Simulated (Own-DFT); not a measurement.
# Response to strain: wurtzite AlGaN with randomly placed atoms, 72 atoms (Al27Ga9N36)

All numbers below are calculated, not measured. The program, named Own-DFT, is a retired in-house plane-wave density functional code that no person has reviewed. Each row is one single-point run on a periodic cell that was not relaxed, without spin or spin-orbit coupling.

Settings of every run: PBE; PseudoDojo norm-conserving scalar-relativistic files (stringent for Ga); cutoff 96 hartree; 4 x 4 x 3 k mesh centred on Gamma; Gaussian smearing of 0.01 eV.

Known limits: forces on such cells passed a denser k mesh, each cell not checked; stress not checked against mesh or cutoff.

Unstrained cell vectors in Å: (9.394, 0.000, 0.000); (-4.697, 8.135, 0.000); (0.000, 0.000, 10.065). The unstrained cell has measured lattice constants (interpolated for alloys), not those of this functional. That, the random moves and any unrelaxed bonds set the pressure at no strain. Each run strains this cell uniformly, with the atoms carried along. Every atom was also moved at random, by a Gaussian of width 0.05 Å on each axis. The random placing of the alloy's atoms differs from row to row. Strain is the symmetric tensor, in per cent. Stress is positive in tension, and the pressure is minus a third of its trace.

| run | e_xx (%) | e_yy (%) | e_zz (%) | s_xx (GPa) | s_yy (GPa) | s_zz (GPa) | P (GPa) | E (meV/atom) |
|---|---|---|---|---|---|---|---|---|
| 1 | 0.00 | 0.00 | 2.50 | -5.66 | -2.90 | 4.50 | 1.35 | 0.9 |
| 2 | 0.00 | 0.00 | -1.25 | -3.75 | -9.70 | -12.52 | 8.66 | 10.1 |
| 3 | 0.00 | 0.00 | 1.50 | -4.60 | -5.00 | -0.60 | 3.40 | 18.5 |
| 4 | 0.00 | 0.00 | 0.75 | -5.85 | -5.56 | -3.34 | 4.92 | 23.6 |
| 5 | 0.00 | 0.00 | -2.00 | -8.34 | -7.36 | -17.36 | 11.02 | 43.6 |
| 6 | 0.00 | 0.00 | 0.50 | -9.46 | -4.43 | -3.15 | 5.68 | 32.0 |
| 7 | 0.00 | 0.00 | -0.25 | -5.54 | -6.16 | -8.70 | 6.80 | 16.6 |
| 8 | 0.00 | 0.00 | 2.25 | -4.08 | -4.53 | 3.81 | 1.60 | 0.0 |
| 9 | 0.00 | 0.00 | 1.75 | ? | ? | ? | ? | ? |

E is the free energy for each atom above the lowest run shown.

## Worked fit

The change of volume is close to e_xx + e_yy + e_zz. A straight line through the runs shown gives P = 6.47 - 209 x (fractional change of volume) GPa, with an error of 7 on the slope and a scatter of 0.28 GPa. The strain isn't the same on all axes and the cell isn't cubic, so the slope belongs to this path and is not the bulk modulus.

## Withheld run

Question: what pressure should run 9 give? Its volume changes by 1.75 %.

The line gives 2.8 GPa. The calculation gave 3.37 GPa.
